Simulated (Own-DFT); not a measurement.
## Calculated data, Hf$_{31}$O$_{64}$ (monoclinic hafnia with one vacancy, atoms displaced)

Computed with Own-DFT development build. A calculation, not a measurement: plane-wave density functional theory by an unreviewed code, no spin, of a simulated periodic cell, stress positive in tension, run twice, with PBE and with PBEsol, both on files made for PBE, so the change isn't that of files made for PBEsol, defect cell not probed for a lower state with spin; a neutral cation vacancy leaves holes that likely carry spin, which this run leaves out; hafnium file: forces about 75 meV/angstrom off all-electron values; oxygen file: force components 24 meV/angstrom off all-electron in one glass; forces on such cells passed a denser k mesh, this cell's mesh not checked; the far tail of each file's local potential was reset to the Coulomb form; each entry is a single point on an unrelaxed cell, so the pressure reflects the starting lattice, mostly measured values (interpolated for alloys), from which strain is counted, and rises with the displacements; printed positions are rounded, which can move forces by about a meV/angstrom; the program, named Own-DFT, is a retired in-house code; no spin-orbit coupling; stress was not checked against mesh or cutoff.

Hf$_{31}$O$_{64}$ (monoclinic hafnia with one vacancy, atoms displaced)

```cif
# cell vector a (Å): 10.2340 0.0000 0.0000
# cell vector b (Å): 0.0000 10.3500 0.0000
# cell vector c (Å): -1.6955 0.0000 10.4453
data_Hf31O64
_symmetry_space_group_name_H-M 'P 1'
_symmetry_Int_Tables_number 1
_cell_length_a 10.2340
_cell_length_b 10.3500
_cell_length_c 10.5820
_cell_angle_alpha 90.000
_cell_angle_beta 99.220
_cell_angle_gamma 90.000
_cell_volume 1106.39
loop_
_atom_site_label
_atom_site_type_symbol
_atom_site_fract_x
_atom_site_fract_y
_atom_site_fract_z
_atom_site_occupancy
Hf1 Hf 0.13504 0.02457 0.10049 1
Hf2 Hf 0.36509 0.26950 0.15387 1
Hf3 Hf 0.36968 0.48562 0.40193 1
Hf4 Hf 0.13727 0.23334 0.35368 1
O1 O 0.04407 0.16610 0.16607 1
O2 O 0.45954 0.41619 0.07657 1
O3 O 0.45519 0.32206 0.32270 1
O4 O 0.03256 0.08521 0.41949 1
O5 O 0.22317 0.37876 0.23461 1
O6 O 0.27234 0.13073 0.01157 1
O7 O 0.27176 0.12715 0.25934 1
O8 O 0.22942 0.37740 0.49032 1
Hf5 Hf 0.13210 0.01589 0.60518 1
Hf6 Hf 0.36081 0.26910 0.64303 1
Hf7 Hf 0.36452 0.46964 0.89776 1
Hf8 Hf 0.13342 0.23376 0.85383 1
O9 O 0.03796 0.16857 0.67712 1
O10 O 0.45452 0.42095 0.58014 1
O11 O 0.47249 0.33255 0.82464 1
O12 O 0.04140 0.07705 0.92677 1
O13 O 0.21917 0.37904 0.74048 1
O14 O 0.27137 0.13337 0.50672 1
O15 O 0.27923 0.12384 0.75261 1
O16 O 0.21793 0.37198 0.98458 1
Hf9 Hf 0.14859 0.51838 0.11222 1
Hf10 Hf 0.36194 0.76457 0.14453 1
Hf11 Hf 0.36034 0.97786 0.40398 1
Hf12 Hf 0.13915 0.73278 0.35877 1
O17 O 0.03377 0.66897 0.17585 1
O18 O 0.46620 0.91332 0.07284 1
O19 O 0.46017 0.82922 0.32748 1
O20 O 0.02994 0.58585 0.42400 1
O21 O 0.22391 0.87921 0.23987 1
O22 O 0.27326 0.62417 0.02480 1
O23 O 0.27290 0.61756 0.25630 1
O24 O 0.22811 0.87154 0.48768 1
Hf13 Hf 0.13455 0.52082 0.61082 1
Hf14 Hf 0.36005 0.76592 0.65222 1
Hf15 Hf 0.35887 0.97614 0.89810 1
Hf16 Hf 0.13559 0.73672 0.84824 1
O25 O 0.03786 0.66485 0.67516 1
O26 O 0.46137 0.91640 0.57908 1
O27 O 0.45942 0.83647 0.81831 1
O28 O 0.04202 0.58663 0.92370 1
O29 O 0.22848 0.88215 0.74244 1
O30 O 0.27384 0.62964 0.51072 1
O31 O 0.27697 0.62330 0.75786 1
O32 O 0.22773 0.87108 0.98663 1
Hf17 Hf 0.63916 0.01792 0.11364 1
Hf18 Hf 0.86026 0.26572 0.14596 1
Hf19 Hf 0.85566 0.48170 0.40044 1
Hf20 Hf 0.63190 0.22254 0.35168 1
O33 O 0.53151 0.16884 0.18633 1
O34 O 0.97084 0.41761 0.07270 1
O35 O 0.96218 0.33116 0.32799 1
O36 O 0.53453 0.08144 0.42266 1
O37 O 0.72005 0.37759 0.24027 1
O38 O 0.77867 0.12745 0.01269 1
O39 O 0.78155 0.12074 0.25998 1
O40 O 0.72914 0.37512 0.49147 1
Hf21 Hf 0.86577 0.27252 0.64277 1
Hf22 Hf 0.86101 0.48141 0.90418 1
Hf23 Hf 0.64654 0.22330 0.85863 1
O41 O 0.53746 0.16452 0.67382 1
O42 O 0.95839 0.41048 0.57152 1
O43 O 0.95327 0.33622 0.82641 1
O44 O 0.54400 0.08967 0.92984 1
O45 O 0.72207 0.37668 0.73331 1
O46 O 0.77519 0.12376 0.51929 1
O47 O 0.78108 0.11540 0.75772 1
O48 O 0.71839 0.36308 0.98648 1
Hf24 Hf 0.63773 0.51583 0.10480 1
Hf25 Hf 0.86401 0.76245 0.14616 1
Hf26 Hf 0.86489 0.97671 0.39288 1
Hf27 Hf 0.63057 0.72578 0.35441 1
O49 O 0.53316 0.65609 0.16741 1
O50 O 0.96013 0.91484 0.07454 1
O51 O 0.96357 0.82951 0.31965 1
O52 O 0.53295 0.58687 0.43072 1
O53 O 0.71791 0.88246 0.23857 1
O54 O 0.77675 0.62752 0.00680 1
O55 O 0.77246 0.61829 0.25740 1
O56 O 0.72188 0.87367 0.49174 1
Hf28 Hf 0.63332 0.52194 0.60218 1
Hf29 Hf 0.85931 0.77291 0.64534 1
Hf30 Hf 0.87379 0.96770 0.90623 1
Hf31 Hf 0.63564 0.73291 0.84985 1
O57 O 0.52844 0.67675 0.67404 1
O58 O 0.95861 0.91641 0.57431 1
O59 O 0.96093 0.82512 0.81687 1
O60 O 0.54449 0.57934 0.91975 1
O61 O 0.72822 0.87631 0.73844 1
O62 O 0.77152 0.62647 0.50181 1
O63 O 0.77746 0.62045 0.75970 1
O64 O 0.72536 0.87984 0.99013 1
```

Settings of this run: functional PBE, then PBEsol, potential files PseudoDojo norm-conserving, scalar-relativistic, standard set, wave cutoff 72 hartree, occupations Fermi-Dirac, smearing width 0.1 eV and k mesh 2 x 2 x 2 centred on Gamma.

The calculation gives: PBE pressure 5.68 GPa; PBE stress xx -6.11 GPa; PBE stress yy -4.59 GPa; PBE stress zz -6.36 GPa; PBE stress yz 0.22 GPa; PBE stress xz -1.07 GPa; PBE stress xy -0.49 GPa; PBEsol pressure -0.65 GPa; PBEsol stress xx 0.25 GPa; PBEsol stress yy 1.66 GPa; PBEsol stress zz 0.03 GPa; PBEsol stress yz 0.19 GPa; PBEsol stress xz -0.71 GPa; PBEsol stress xy -0.44 GPa; rms change of force components from PBE to PBEsol 0.053 eV/Å.

Force:
| force element | PBE force x (eV/Å) | PBE force y (eV/Å) | PBE force z (eV/Å) | PBEsol force x (eV/Å) | PBEsol force y (eV/Å) | PBEsol force z (eV/Å) |
| --- | --- | --- | --- | --- | --- | --- |
| Hf | 1.82 | -1.126 | 1.677 | 1.779 | -1.021 | 1.599 |
| Hf | -2.094 | -0.477 | -2.217 | -2.049 | -0.432 | -2.098 |
| Hf | -2.614 | -1.464 | -1.16 | -2.575 | -1.468 | -1.075 |
| Hf | 0.351 | 0.155 | 0.117 | 0.358 | 0.099 | 0.086 |
| O | -2.247 | 1.49 | 0.591 | -2.178 | 1.45 | 0.622 |
| O | 0.563 | 0 | 0.087 | 0.544 | 0.024 | 0.024 |
| O | 0.606 | 2.255 | 2.826 | 0.586 | 2.172 | 2.677 |
| O | 0.218 | -0.356 | 0.378 | 0.22 | -0.364 | 0.415 |
| O | 0.037 | -0.399 | 1.133 | 0.092 | -0.397 | 1.085 |
| O | 0.651 | -0.165 | -0.445 | 0.549 | -0.181 | -0.43 |
| O | 0.462 | -0.933 | 0.51 | 0.387 | -0.873 | 0.486 |
| O | -0.845 | -0.505 | -0.505 | -0.752 | -0.498 | -0.486 |
| Hf | 0.661 | 1.539 | -0.334 | 0.652 | 1.556 | -0.354 |
| Hf | 0.187 | -1.144 | 0.533 | 0.181 | -1.097 | 0.55 |
| Hf | 0.206 | 0.878 | -0.614 | 0.211 | 0.786 | -0.57 |
| Hf | 0.283 | -0.459 | 0.264 | 0.289 | -0.481 | 0.229 |
| O | 0.238 | -0.624 | -0.502 | 0.242 | -0.591 | -0.438 |
| O | 1.984 | 0.927 | 0.082 | 1.933 | 0.93 | 0.01 |
| O | -1.032 | 0.491 | 0.204 | -1.033 | 0.48 | 0.169 |
| O | -0.435 | 0.535 | -1.444 | -0.419 | 0.505 | -1.326 |
| O | 0.412 | -0.087 | 0.118 | 0.453 | -0.089 | 0.122 |
| O | -0.236 | -0.479 | 0.143 | -0.287 | -0.465 | 0.136 |
| O | -0.594 | -0.45 | 1.197 | -0.644 | -0.428 | 1.155 |
| O | 0.503 | 0.134 | 0.294 | 0.548 | 0.147 | 0.278 |
| Hf | -2.147 | 0.421 | -1.585 | -2.058 | 0.453 | -1.574 |
| Hf | -0.401 | 1.118 | 0.296 | -0.407 | 1.108 | 0.312 |
| Hf | 1.658 | 0.983 | -0.549 | 1.618 | 0.907 | -0.49 |
| Hf | -0.179 | -1.086 | -1.135 | -0.179 | -1.098 | -1.144 |
| O | 0.716 | -0.824 | -0.357 | 0.689 | -0.773 | -0.295 |
| O | 0.025 | -0.216 | 0.503 | 0.013 | -0.188 | 0.444 |
| O | 0.293 | -0.344 | -0.087 | 0.291 | -0.369 | -0.134 |
| O | 0.373 | 0.151 | 0.409 | 0.372 | 0.136 | 0.451 |
| O | -0.088 | -0.135 | -0.243 | -0.031 | -0.154 | -0.225 |
| O | 1.516 | 0.509 | -1.913 | 1.421 | 0.49 | -1.809 |
| O | 0.478 | 0.638 | 1.896 | 0.407 | 0.629 | 1.825 |
| O | -1.424 | -0.01 | 0.949 | -1.33 | -0.006 | 0.915 |
| Hf | 0.446 | -0.383 | -1.694 | 0.453 | -0.313 | -1.678 |
| Hf | -0.089 | 1.409 | -1.758 | -0.072 | 1.43 | -1.689 |
| Hf | 1.448 | 1.839 | -0.509 | 1.382 | 1.718 | -0.473 |
| Hf | 0.236 | -2.116 | 1.459 | 0.208 | -2.111 | 1.38 |
| O | -0.56 | 0.351 | -0.641 | -0.517 | 0.352 | -0.568 |
| O | -0.747 | -0.055 | -0.305 | -0.898 | -0.118 | -0.395 |
| O | 0.736 | 0.188 | 2.029 | 0.696 | 0.155 | 1.928 |
| O | -0.719 | -0.005 | -0.32 | -0.695 | -0.011 | -0.273 |
| O | -1.347 | 0.129 | -0.5 | -1.256 | 0.114 | -0.471 |
| O | -0.071 | -0.226 | -0.187 | -0.12 | -0.233 | -0.182 |
| O | -0.229 | -0.721 | 1.193 | -0.288 | -0.681 | 1.131 |
| O | -0.456 | -0.429 | 0.163 | -0.365 | -0.406 | 0.137 |
| Hf | -0.009 | 0.542 | -2.088 | 0.028 | 0.546 | -2.073 |
| Hf | 0.958 | 1.067 | 0.03 | 0.91 | 1.064 | 0.052 |
| Hf | 1.131 | -0.536 | -1.527 | 1.079 | -0.561 | -1.448 |
| Hf | 1.201 | 0.32 | 3.316 | 1.137 | 0.248 | 3.185 |
| O | 1.183 | -2.103 | -2.064 | 1.157 | -2.017 | -1.941 |
| O | -1.276 | -0.93 | 0.802 | -1.254 | -0.883 | 0.72 |
| O | 0.036 | 0.061 | -0.387 | 0.039 | 0.025 | -0.428 |
| O | -0.506 | 0.243 | -0.709 | -0.527 | 0.281 | -0.764 |
| O | 0.103 | -0.233 | -0.299 | 0.163 | -0.224 | -0.306 |
| O | 0.68 | -0.21 | 0.489 | 0.598 | -0.195 | 0.497 |
| O | -0.507 | 0.184 | 0.053 | -0.553 | 0.184 | 0.032 |
| O | -1.776 | -0.513 | -0.534 | -1.648 | -0.463 | -0.503 |
| Hf | -2.92 | -2.082 | 0.371 | -2.871 | -1.995 | 0.381 |
| Hf | 0.731 | 0.367 | -1.083 | 0.72 | 0.322 | -1.026 |
| Hf | 0.191 | -0.966 | -2.641 | 0.19 | -0.98 | -2.593 |
| O | -0.843 | 0.674 | -0.016 | -0.912 | 0.802 | 0.104 |
| O | 2.348 | 1.626 | 0.534 | 2.27 | 1.606 | 0.48 |
| O | 1.533 | -0.937 | 0.282 | 1.499 | -0.928 | 0.229 |
| O | -1.953 | -1.128 | 0.383 | -1.869 | -1.111 | 0.416 |
| O | -0.421 | 0.541 | 0.115 | -0.347 | 0.531 | 0.103 |
| O | 1.012 | 0.823 | -1.602 | 1.028 | 0.866 | -1.604 |
| O | 0.64 | 0.57 | 1.686 | 0.598 | 0.63 | 1.718 |
| O | 0.824 | 1.209 | 1.304 | 0.865 | 1.18 | 1.269 |
| Hf | 0.522 | -0.044 | -0.669 | 0.51 | 0.008 | -0.668 |
| Hf | -0.784 | 0.271 | -0.013 | -0.742 | 0.297 | 0.03 |
| Hf | -2.146 | 0.029 | 1.233 | -2.11 | -0.009 | 1.24 |
| Hf | 1.574 | 2.236 | 0.061 | 1.552 | 2.146 | 0.055 |
| O | -0.647 | 0.989 | 0.933 | -0.629 | 0.973 | 0.952 |
| O | 1.288 | -0.609 | 1.557 | 1.244 | -0.574 | 1.448 |
| O | -0.236 | 0.821 | 1.1 | -0.23 | 0.772 | 1.024 |
| O | -0.03 | -0.079 | -0.613 | -0.028 | -0.1 | -0.543 |
| O | 0.476 | -1.232 | 0.616 | 0.519 | -1.181 | 0.585 |
| O | -0.137 | 0.306 | 0.694 | -0.183 | 0.276 | 0.681 |
| O | -0.126 | 0.401 | -0.084 | -0.183 | 0.393 | -0.083 |
| O | 0.762 | -1.769 | -1.398 | 0.884 | -1.805 | -1.412 |
| Hf | 1.041 | -0.748 | 2.226 | 1.037 | -0.701 | 2.137 |
| Hf | -2.196 | 0.251 | -1.478 | -2.172 | 0.31 | -1.397 |
| Hf | -2.672 | 1.757 | -3.678 | -2.62 | 1.67 | -3.56 |
| Hf | 0.552 | 0.953 | 0.069 | 0.557 | 0.886 | 0.014 |
| O | 2.05 | -2.116 | -0.514 | 1.99 | -2.043 | -0.438 |
| O | 1.648 | 0.204 | 0.221 | 1.61 | 0.226 | 0.173 |
| O | 0.751 | 1.026 | 1.586 | 0.743 | 0.979 | 1.497 |
| O | -1.257 | -0.312 | -0.108 | -1.214 | -0.32 | -0.047 |
| O | 0.243 | -0.936 | 1.146 | 0.364 | -1.044 | 1.199 |
| O | -0.276 | 0.505 | 1.051 | -0.339 | 0.457 | 1.005 |
| O | -0.615 | -0.031 | -0.516 | -0.666 | -0.013 | -0.502 |
| O | -0.699 | -1.379 | 0.112 | -0.612 | -1.329 | 0.119 |
